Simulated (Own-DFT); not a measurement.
Simulation results for Si47N64 (beta silicon nitride with one vacancy, atoms displaced)

A calculation, not a measurement: plane-wave PBE density functional theory by an unreviewed code, no spin, of a simulated periodic cell, stress positive in tension, free energy of the whole cell less one offset for each atom, defect cell not probed for a lower state with spin; forces on such cells moved up to 12 meV/angstrom on a denser k mesh; offsets are fitted by least squares, one for each functional and potential file, so energies compare only between cells with the same atoms and settings and are not formation energies; the far tail of each file's local potential was reset to the Coulomb form; each entry is a single point on an unrelaxed cell, so the pressure reflects the starting lattice, mostly measured values (interpolated for alloys), from which strain is counted, and rises with the displacements; printed positions are rounded, which can move forces by about a meV/angstrom; the program, named Own-DFT, is a retired in-house code; no spin-orbit coupling; before rounding, a Quantum ESPRESSO 7.3.1 run of the same cell and cutoff gave forces within 1 meV/angstrom rms on each cell, which checks the program and not the settings. Program: Own-DFT development build.

Common to all runs: functional PBE; potential files PseudoDojo norm-conserving, scalar-relativistic, standard set; wave cutoff 42 hartree; occupations Fermi-Dirac; smearing width 0.1 eV; k mesh 2 x 2 x 4 centred on Gamma.

(1) Si47N64 (beta silicon nitride with one vacancy, atoms displaced)

```
cell vectors (Å)
  15.2120     0.0000     0.0000
  -7.6060    13.1740     0.0000
   0.0000     0.0000     5.8180
atoms (fractions of the cell vectors)
Si  0.08976  0.38518  0.12319
Si  0.11698  0.20241  0.10926
Si  0.29845  0.40893  0.12138
Si  0.41218  0.11518  0.37788
Si  0.38949  0.29972  0.38536
Si  0.20489  0.08681  0.36721
N   0.16156  0.01448  0.12793
N   0.47902  0.14938  0.13307
N   0.35110  0.33170  0.11784
N   0.33938  0.49127  0.38298
N   0.01430  0.34665  0.37860
N   0.15308  0.16571  0.36755
N   0.16651  0.32970  0.12073
N   0.33323  0.16768  0.36958
Si  0.08779  0.38408  0.63078
Si  0.11980  0.20198  0.62424
Si  0.30082  0.41745  0.62202
Si  0.41407  0.11891  0.87955
Si  0.38312  0.29321  0.87035
Si  0.20702  0.08710  0.87377
N   0.16970  0.01912  0.61337
N   0.48458  0.14932  0.62406
N   0.35042  0.34308  0.61631
N   0.33698  0.49057  0.86927
N   0.01970  0.35079  0.87303
N   0.14916  0.16769  0.87774
N   0.16995  0.33455  0.63219
N   0.33290  0.16506  0.87901
Si  0.08355  0.88051  0.13527
Si  0.30205  0.91152  0.11213
Si  0.41342  0.62053  0.38304
Si  0.39113  0.80072  0.37386
Si  0.20303  0.58607  0.37214
N   0.17585  0.51391  0.12293
N   0.47796  0.65152  0.12762
N   0.34861  0.83313  0.11970
N   0.33227  0.98351  0.36629
N   0.01746  0.85104  0.36851
N   0.15162  0.67385  0.36861
N   0.16804  0.83827  0.12521
N   0.34044  0.67229  0.37449
Si  0.08217  0.88894  0.62267
Si  0.10584  0.69668  0.62637
Si  0.29898  0.91561  0.62427
Si  0.41461  0.61803  0.89000
Si  0.37968  0.79886  0.87917
Si  0.20396  0.58643  0.88231
N   0.16627  0.51175  0.62800
N   0.48725  0.65440  0.62451
N   0.35329  0.84041  0.61653
N   0.33754  0.98199  0.86884
N   0.02089  0.84956  0.86468
N   0.15150  0.66743  0.86818
N   0.17264  0.83530  0.61889
N   0.33307  0.66832  0.86930
Si  0.58772  0.38975  0.11052
Si  0.61909  0.20759  0.10466
Si  0.79866  0.41852  0.11856
Si  0.91321  0.11311  0.37558
Si  0.88193  0.29592  0.38527
Si  0.70802  0.09200  0.34770
N   0.67826  0.01649  0.11896
N   0.98294  0.14589  0.13317
N   0.84373  0.33555  0.10761
N   0.83013  0.48064  0.38178
N   0.52527  0.35540  0.37484
N   0.65270  0.16483  0.37167
N   0.66281  0.33030  0.12033
N   0.83075  0.17200  0.37927
Si  0.58074  0.38403  0.63604
Si  0.61530  0.20393  0.62032
Si  0.80411  0.40719  0.63924
Si  0.91802  0.11463  0.88637
Si  0.88441  0.29851  0.87197
Si  0.69427  0.08482  0.88228
N   0.66924  0.01779  0.61145
N   0.97571  0.14929  0.60703
N   0.85372  0.34321  0.61975
N   0.83746  0.49157  0.88869
N   0.51637  0.34645  0.87283
N   0.65323  0.16215  0.87778
N   0.66824  0.33277  0.61927
N   0.83513  0.16693  0.87764
Si  0.59105  0.88587  0.12613
Si  0.60829  0.70223  0.13338
Si  0.79958  0.91883  0.11310
Si  0.90893  0.60879  0.38305
Si  0.88890  0.80133  0.37714
Si  0.70041  0.59238  0.37269
N   0.67114  0.51278  0.12073
N   0.97498  0.64242  0.10784
N   0.85439  0.84053  0.14539
N   0.82479  0.98167  0.38118
N   0.51567  0.85255  0.37697
N   0.65324  0.66353  0.38206
N   0.66973  0.83726  0.13450
N   0.83437  0.66460  0.37090
Si  0.59040  0.88830  0.63211
Si  0.61389  0.69801  0.62052
Si  0.79517  0.91111  0.62965
Si  0.91580  0.61659  0.87456
Si  0.88889  0.79712  0.86827
Si  0.70320  0.59038  0.88884
N   0.66361  0.51306  0.62391
N   0.97649  0.64882  0.62406
N   0.85646  0.83987  0.63226
N   0.83722  0.98823  0.86346
N   0.51074  0.84857  0.85963
N   0.64731  0.66235  0.87453
N   0.66292  0.82750  0.62764
N   0.82962  0.66788  0.87123
```

```
free energy of cell above offsets : 3.127 eV
pressure                          : 7.84 GPa
stress xx                         : -7.73 GPa
stress yy                         : -7.95 GPa
stress zz                         : -7.84 GPa
stress yz                         : -0.49 GPa
stress xz                         : 0.22 GPa
stress xy                         : 1.16 GPa
```

Force:
| element | x (eV/Å) | y (eV/Å) | z (eV/Å) |
| --- | --- | --- | --- |
| Si | -0.077 | -0.767 | 1.032 |
| Si | -1.388 | 0.223 | 4.772 |
| Si | -1.034 | 2.165 | 0.283 |
| Si | -0.706 | -1.014 | 0.023 |
| Si | 0.034 | 0.009 | -2.245 |
| Si | -0.512 | 1.101 | -0.047 |
| N | -0.007 | 0.022 | -1.79 |
| N | 2.801 | 1.247 | -1.944 |
| N | 0.32 | 0.456 | 1.037 |
| N | 0.112 | -1.899 | -2.295 |
| N | -0.042 | 0.663 | -0.693 |
| N | -0.633 | 0.144 | 0.215 |
| N | 0.026 | 1.294 | 0.246 |
| N | 0.853 | 0.846 | 0.773 |
| Si | 1.161 | -0.443 | -1.724 |
| Si | -2.424 | 1.003 | -2.178 |
| Si | -2.609 | 1.134 | 0.609 |
| Si | 1.051 | -2.117 | -0.355 |
| Si | -0.795 | 1.606 | -0.182 |
| Si | -2.187 | -1.316 | 0.192 |
| N | -0.59 | -0.773 | 2.045 |
| N | -0.201 | 0.144 | 0.944 |
| N | 4.075 | -2.972 | 1.418 |
| N | 0.542 | -2.046 | 1.569 |
| N | -2.095 | -0.734 | 1.217 |
| N | 2.977 | -2.39 | -2.708 |
| N | -0.16 | -0.705 | -0.435 |
| N | -0.011 | 0.823 | -0.634 |
| Si | 2.918 | 0.857 | -3.738 |
| Si | -2.772 | -0.603 | 1.958 |
| Si | 0.263 | -0.812 | 0.659 |
| Si | -3.037 | -0.365 | 0.204 |
| Si | -0.747 | 2.393 | 1.026 |
| N | -0.909 | -0.348 | 1.021 |
| N | 3.523 | 1.443 | 2.23 |
| N | 1.022 | 0.224 | 1.996 |
| N | 0.46 | 1.059 | 0.351 |
| N | -1.767 | -0.586 | 2.794 |
| N | 1.542 | -2.034 | 1.225 |
| N | 0.875 | 0.444 | -0.062 |
| N | -2.851 | -0.955 | 0.02 |
| Si | 4.797 | 0.215 | -1.464 |
| Si | 1.705 | 1.702 | -0.449 |
| Si | 0.664 | -1.072 | -2.136 |
| Si | -2.296 | 0.218 | -4.572 |
| Si | 1.177 | -1.065 | -3.137 |
| Si | -1.243 | 1.525 | -1.829 |
| N | 0.013 | 1.273 | -0.546 |
| N | -0.348 | -0.774 | 1.003 |
| N | 0.811 | -0.522 | 0.681 |
| N | -0.178 | 3.082 | 0.541 |
| N | -2.408 | -0.68 | 2.668 |
| N | 0.712 | -1.081 | -0.834 |
| N | -3.889 | -0.934 | 0.275 |
| N | 0.592 | 0.036 | 0.455 |
| Si | 2.216 | -2.149 | 2.858 |
| Si | -0.777 | -1.907 | 3.713 |
| Si | -1.001 | -1.65 | 2.468 |
| Si | -4.085 | -1.128 | -1.476 |
| Si | 0.334 | 1.956 | -3.361 |
| Si | -0.882 | -0.973 | 4.309 |
| N | -1.183 | -1.87 | -0.335 |
| N | 1.887 | 0.629 | -0.929 |
| N | 1.772 | -0.502 | 1.965 |
| N | 0.588 | -0.537 | 0.56 |
| N | -3.546 | -1.547 | -0.69 |
| N | -1.967 | 0.766 | -1.246 |
| N | -0.127 | 2.987 | -0.652 |
| N | 3.165 | -1.545 | -0.476 |
| Si | 5.101 | 1.986 | -3.415 |
| Si | 1.227 | -0.369 | -0.78 |
| Si | -9.736 | 6.285 | -0.66 |
| Si | -3.09 | 1.451 | -3.354 |
| Si | 1.205 | -1.027 | 0.724 |
| Si | 6.089 | -1.019 | -4.006 |
| N | -0.454 | 0.126 | 1.159 |
| N | 5.267 | 1.949 | 5.685 |
| N | 7.313 | -5.069 | 1.059 |
| N | -0.1 | -2.869 | -3.465 |
| N | -3.218 | -1.394 | 1.064 |
| N | -4.519 | 2.597 | -1.526 |
| N | -0.25 | 0.237 | 1.069 |
| N | -0.564 | 0.07 | 0.155 |
| Si | -1.992 | -0.567 | -0.53 |
| Si | 2.074 | 0.905 | -1.297 |
| Si | 0.623 | -1.33 | 2.434 |
| Si | 0.099 | 0.586 | -4.004 |
| Si | -0.527 | -2.248 | 0.773 |
| Si | 6.074 | -4.69 | 1.046 |
| N | -1.057 | 2.28 | 1.074 |
| N | 1.444 | 1.48 | 6.274 |
| N | -0.253 | 0.369 | -3.816 |
| N | 0.913 | 1.436 | -1.442 |
| N | 2.649 | 1.369 | -0.994 |
| N | -5.074 | 2.877 | -2.064 |
| N | -0.013 | -2.057 | -0.677 |
| N | -1.63 | 1.595 | 0.309 |
| Si | -0.017 | -0.46 | -1.851 |
| Si | -0.495 | 1.056 | 1.922 |
| Si | -0.557 | -0.687 | -1.434 |
| Si | -3.394 | 0.203 | -1.409 |
| Si | -0.917 | 0.161 | 2.406 |
| Si | 0.651 | -1.446 | -3.13 |
| N | -0.595 | 1.632 | 0.992 |
| N | 1.974 | 0.947 | -0.212 |
| N | -0.328 | 0.207 | -0.921 |
| N | 0.19 | -1.17 | 1.481 |
| N | 1.338 | 1.076 | 3.182 |
| N | -1.644 | 0.705 | 1.764 |
| N | 0.866 | 1.332 | 0.27 |
| N | 1.822 | 0.606 | -0.043 |

(2) Si47N64 (beta silicon nitride with one vacancy, atoms displaced)

```
cell vectors (Å)
  15.2120     0.0000     0.0000
  -7.6060    13.1740     0.0000
   0.0000     0.0000     5.8180
atoms (fractions of the cell vectors)
Si  0.08899  0.38691  0.11980
Si  0.11746  0.20164  0.12185
Si  0.29631  0.41266  0.12295
Si  0.41589  0.11690  0.38192
Si  0.38728  0.29870  0.36397
Si  0.19860  0.08895  0.37984
N   0.16644  0.01941  0.14252
N   0.48981  0.15958  0.12393
N   0.34732  0.33021  0.11982
N   0.33052  0.48277  0.37656
N   0.01545  0.35187  0.36647
N   0.15430  0.16750  0.36683
N   0.17037  0.33037  0.13355
N   0.33623  0.16883  0.37300
Si  0.08610  0.38772  0.63254
Si  0.11616  0.20309  0.60215
Si  0.29404  0.40934  0.61518
Si  0.41411  0.12195  0.87917
Si  0.38312  0.29988  0.87561
Si  0.19668  0.07839  0.88407
N   0.16858  0.01467  0.63587
N   0.48401  0.14960  0.63355
N   0.34680  0.33092  0.63369
N   0.33022  0.48020  0.88432
N   0.01383  0.35394  0.87523
N   0.14574  0.16457  0.87173
N   0.16385  0.32981  0.62076
N   0.33233  0.16382  0.87365
Si  0.08512  0.88943  0.12774
Si  0.12466  0.71285  0.12857
Si  0.30275  0.92236  0.13848
Si  0.40976  0.61172  0.37764
Si  0.38431  0.80036  0.39067
Si  0.20536  0.59063  0.36844
N   0.16159  0.51601  0.12375
N   0.48563  0.64961  0.14802
N   0.35073  0.83220  0.12379
N   0.32859  0.98243  0.37882
N   0.01770  0.85158  0.37975
N   0.15129  0.66294  0.37265
N   0.16752  0.83531  0.11409
N   0.33324  0.67314  0.37508
Si  0.08661  0.88579  0.63620
Si  0.11796  0.70671  0.62446
Si  0.30133  0.91542  0.62678
Si  0.41398  0.61530  0.87688
Si  0.37998  0.79987  0.87363
Si  0.20669  0.58953  0.86824
N   0.16477  0.51377  0.63532
N   0.48756  0.65126  0.62913
N   0.34359  0.83121  0.63647
N   0.33898  0.98142  0.87736
N   0.01905  0.84923  0.88267
N   0.15003  0.66394  0.86681
N   0.16719  0.83697  0.63039
N   0.33426  0.66523  0.87167
Si  0.58170  0.38259  0.13316
Si  0.61409  0.20347  0.13243
Si  0.80328  0.41615  0.11098
Si  0.92160  0.12352  0.36205
Si  0.88144  0.29315  0.37568
Si  0.70736  0.08899  0.36831
N   0.67023  0.01888  0.09531
N   0.98738  0.15060  0.12399
N   0.85416  0.34097  0.13077
N   0.83211  0.47960  0.35105
N   0.51589  0.34866  0.36631
N   0.65356  0.16345  0.35569
N   0.67007  0.33722  0.12908
N   0.83292  0.15882  0.37762
Si  0.61021  0.20319  0.62741
Si  0.79267  0.41315  0.61889
Si  0.91574  0.11460  0.88654
Si  0.88493  0.29920  0.86183
Si  0.70121  0.08516  0.88756
N   0.66443  0.01645  0.62546
N   0.99237  0.15392  0.63145
N   0.85147  0.33817  0.63121
N   0.83965  0.48828  0.87011
N   0.51889  0.34909  0.87150
N   0.64785  0.16714  0.87456
N   0.66988  0.33610  0.63139
N   0.83020  0.16984  0.87470
Si  0.58441  0.88535  0.11717
Si  0.61361  0.69935  0.12729
Si  0.79559  0.91629  0.12403
Si  0.91413  0.61627  0.37020
Si  0.88504  0.79416  0.38084
Si  0.70033  0.58684  0.36822
N   0.66979  0.51773  0.12638
N   0.98455  0.64669  0.12833
N   0.84468  0.83546  0.12100
N   0.83599  0.98625  0.38180
N   0.52292  0.85321  0.38059
N   0.64472  0.66599  0.37061
N   0.65894  0.82765  0.12661
N   0.83297  0.66040  0.36679
Si  0.58741  0.88916  0.62848
Si  0.61982  0.70495  0.61729
Si  0.80345  0.91892  0.61502
Si  0.91053  0.61224  0.86841
Si  0.88703  0.80083  0.87429
Si  0.69951  0.58035  0.86918
N   0.66692  0.52014  0.61406
N   0.97845  0.64229  0.64043
N   0.85115  0.83284  0.62664
N   0.83603  0.98446  0.88651
N   0.51811  0.85443  0.86047
N   0.64719  0.66319  0.87047
N   0.66945  0.83252  0.61793
N   0.83571  0.66854  0.86562
```

```
free energy of cell above offsets : 1.187 eV
pressure                          : 7.52 GPa
stress xx                         : -5.47 GPa
stress yy                         : -6.64 GPa
stress zz                         : -10.44 GPa
stress yz                         : 1.94 GPa
stress xz                         : 0.38 GPa
stress xy                         : -0.32 GPa
```

Force:
| element | x (eV/Å) | y (eV/Å) | z (eV/Å) |
| --- | --- | --- | --- |
| Si | 0.475 | -0.867 | 0.81 |
| Si | 0.158 | 1.201 | -1.455 |
| Si | 0.964 | -1.277 | 0.944 |
| Si | -1.427 | 1.189 | -0.871 |
| Si | 1.027 | 0.147 | 2.206 |
| Si | 4.188 | 0.503 | 2.034 |
| N | -0.391 | -2.364 | -1.513 |
| N | -2.023 | -2.258 | 1.409 |
| N | -1.969 | 1.451 | 1.215 |
| N | 0.198 | 0.402 | -0.557 |
| N | -0.061 | -0.599 | 1.539 |
| N | -1.271 | 0.034 | 0.064 |
| N | -2.879 | 0.534 | -0.437 |
| N | -0.988 | -1.829 | 0.253 |
| Si | 0.815 | -1.619 | -2.076 |
| Si | 1.185 | 0.971 | 3.917 |
| Si | 0.019 | -0.394 | 2.592 |
| Si | 0.694 | -1.432 | 0.379 |
| Si | 3.53 | -1.353 | -0.652 |
| Si | 0.168 | 4.813 | -0.273 |
| N | -0.922 | -0.187 | -1.641 |
| N | -0.399 | -0.903 | -1.377 |
| N | -0.759 | 0.819 | -3.087 |
| N | 0.301 | 2.103 | -2.734 |
| N | 1.032 | -0.24 | 0.114 |
| N | 1.942 | -1.663 | -0.927 |
| N | -0.598 | 1.609 | 0.011 |
| N | -2.175 | 0.358 | 0.258 |
| Si | 2.685 | -1.212 | 1.348 |
| Si | -0.863 | -4.014 | -1.284 |
| Si | -0.057 | -4.756 | -4.045 |
| Si | -0.396 | 1.825 | 1.757 |
| Si | 1.844 | 0.055 | -2.273 |
| Si | 0.356 | -1.777 | 1.16 |
| N | 0.895 | 0.752 | -0.299 |
| N | -1.252 | -0.806 | -3.372 |
| N | -1.706 | 1.997 | 2.527 |
| N | 1.198 | 3.302 | 1.854 |
| N | -0.976 | -0.164 | 0.329 |
| N | -2.232 | 2.061 | 0.609 |
| N | -0.267 | 3.284 | 0.938 |
| N | 1.883 | -2.14 | 0.224 |
| Si | 1.298 | -0.415 | -1.531 |
| Si | -0.728 | -1.441 | 0.083 |
| Si | -2.313 | -1.105 | 1.328 |
| Si | 0.682 | -0.379 | 0.884 |
| Si | 3.627 | -2.104 | 1.395 |
| Si | -1.105 | -0.48 | 1.4 |
| N | 0.327 | 1.313 | -2.502 |
| N | -1.122 | -0.797 | -0.235 |
| N | -0.16 | 0.897 | -2.357 |
| N | -0.131 | 3.009 | 0.6 |
| N | -2.132 | 0.067 | -0.275 |
| N | -0.085 | 1.037 | 1.249 |
| N | 0.71 | -0.44 | -0.516 |
| N | 0.151 | 1.7 | 0.12 |
| Si | 2.826 | 2.018 | -2.372 |
| Si | 1.78 | 1.987 | -2.478 |
| Si | -1.545 | -1.561 | -0.247 |
| Si | -0.907 | -2.209 | 4.406 |
| Si | -0.053 | 1.25 | -0.26 |
| Si | -1.172 | -2.212 | 0.434 |
| N | -0.01 | -6.298 | 9.905 |
| N | 1.161 | 0.629 | -0.203 |
| N | 1.692 | -2.005 | -1.516 |
| N | 0.183 | 3.071 | 4.306 |
| N | -2.052 | -0.878 | 1.362 |
| N | -1.254 | 0.339 | 3.023 |
| N | -0.186 | -0.896 | -0.3 |
| N | 0.264 | 3.221 | -0.304 |
| Si | 2.657 | 1.742 | -0.267 |
| Si | 1.395 | 1.569 | -1.003 |
| Si | -2.218 | 1.007 | -3.066 |
| Si | -0.552 | -0.332 | 3.532 |
| Si | -1.082 | 6.498 | -9.248 |
| N | 0.288 | 1.29 | -0.613 |
| N | -3.358 | -2.032 | -1.299 |
| N | -0.127 | -0.036 | -2.659 |
| N | -0.65 | -2.635 | -1.054 |
| N | -1.8 | -0.647 | 1.054 |
| N | 0.484 | -0.773 | 0.235 |
| N | -1.228 | -2.626 | -0.078 |
| N | 2.748 | -0.99 | 0.17 |
| Si | 1.177 | -0.164 | 0.27 |
| Si | -0.351 | 0.615 | -2.002 |
| Si | -0.846 | -2.836 | 1.848 |
| Si | 0.837 | -2.391 | 0.857 |
| Si | -0.862 | -0.439 | -1.67 |
| Si | -0.166 | 0.217 | 0.892 |
| N | -0.653 | -1.467 | -1.088 |
| N | 1.358 | 1.336 | -1.072 |
| N | 2.246 | -0.695 | 1.103 |
| N | 0.467 | 2.397 | -2.981 |
| N | -3.603 | -0.626 | -1.433 |
| N | 3.278 | -1.448 | 0.194 |
| N | 1 | 2.778 | -0.441 |
| N | -1.693 | 2.69 | 0.067 |
| Si | 3.521 | -0.415 | -1.628 |
| Si | -1.137 | -0.434 | 1.811 |
| Si | -0.969 | -3.173 | 3.224 |
| Si | -0.808 | 1.896 | 3.807 |
| Si | -0.532 | -1.725 | 1.199 |
| Si | -0.206 | 1.695 | -0.35 |
| N | 0.394 | -0.443 | 0.568 |
| N | 3.353 | 2.45 | -5.084 |
| N | -0.604 | 1.255 | -0.63 |
| N | 0.242 | 1.398 | -2.753 |
| N | -3.069 | -1.432 | 2.844 |
| N | 0.506 | -0.323 | 0.762 |
| N | -0.367 | 2.492 | 0.409 |
| N | -0.76 | -0.118 | 0.554 |
